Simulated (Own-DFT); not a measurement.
# How strain changes the stress of wurtzite AlN, 72 atoms (Al36N36)

All numbers below are calculated, not measured. They come from Own-DFT, an in-house plane-wave density functional program, since retired, whose code no person has reviewed. Each row is one single-point run on a periodic cell that was not relaxed, without spin or spin-orbit coupling.

Settings of every run: PBE; PseudoDojo norm-conserving scalar-relativistic files; cutoff 42 hartree; 4 x 4 x 3 k mesh centred on Gamma; Gaussian smearing of 0.01 eV.

Known limits: k mesh not checked against a denser one; stress not checked against mesh or cutoff.

Unstrained cell vectors in Å: (9.336, 0.000, 0.000); (-4.668, 8.085, 0.000); (0.000, 0.000, 9.964). The unstrained cell has measured lattice constants (interpolated for alloys), not those of this functional. That, the random moves and any unrelaxed bonds set the pressure at no strain. Each run strains this cell uniformly, with the atoms carried along. Every atom was also moved at random, by a Gaussian of width 0.05 Å on each axis. Strain is the symmetric tensor, in per cent. Stress is positive in tension, and the pressure is minus a third of its trace.

```
run,e_xx (%),e_yy (%),e_zz (%),s_xx (GPa),s_yy (GPa),s_zz (GPa),P (GPa),E (meV/atom)
1,0.00,0.00,-1.75,-8.60,-7.56,-12.43,9.53,32.4
2,0.00,0.00,-1.50,-7.84,-5.87,-12.77,8.83,16.9
3,0.00,0.00,0.25,-4.81,-6.24,-4.02,5.02,14.9
4,0.00,0.00,-0.50,-7.17,-6.72,-5.92,6.61,18.3
5,0.00,0.00,-0.25,-6.29,-4.92,-6.16,5.79,8.6
6,0.00,0.00,1.75,-4.73,-4.33,2.86,2.07,10.6
7,0.00,0.00,-1.00,-5.35,-6.62,-9.79,7.26,3.8
8,0.00,0.00,0.75,-3.57,-5.11,-2.92,3.87,0.0
9,0.00,0.00,-0.75,?,?,?,?,?
```

E is the free energy for each atom above the lowest run shown.

## Worked fit

The change of volume is close to e_xx + e_yy + e_zz. A straight line through the runs shown gives P = 5.53 - 211 x (fractional change of volume) GPa, with an error of 8 on the slope and a scatter of 0.25 GPa. The strain isn't the same on all axes and the cell isn't cubic, so the slope belongs to this path and is not the bulk modulus.

## Withheld run

Question: what pressure should run 9 give? Its volume changes by -0.75 %.

The line gives 7.1 GPa. The calculation gave 7.04 GPa.
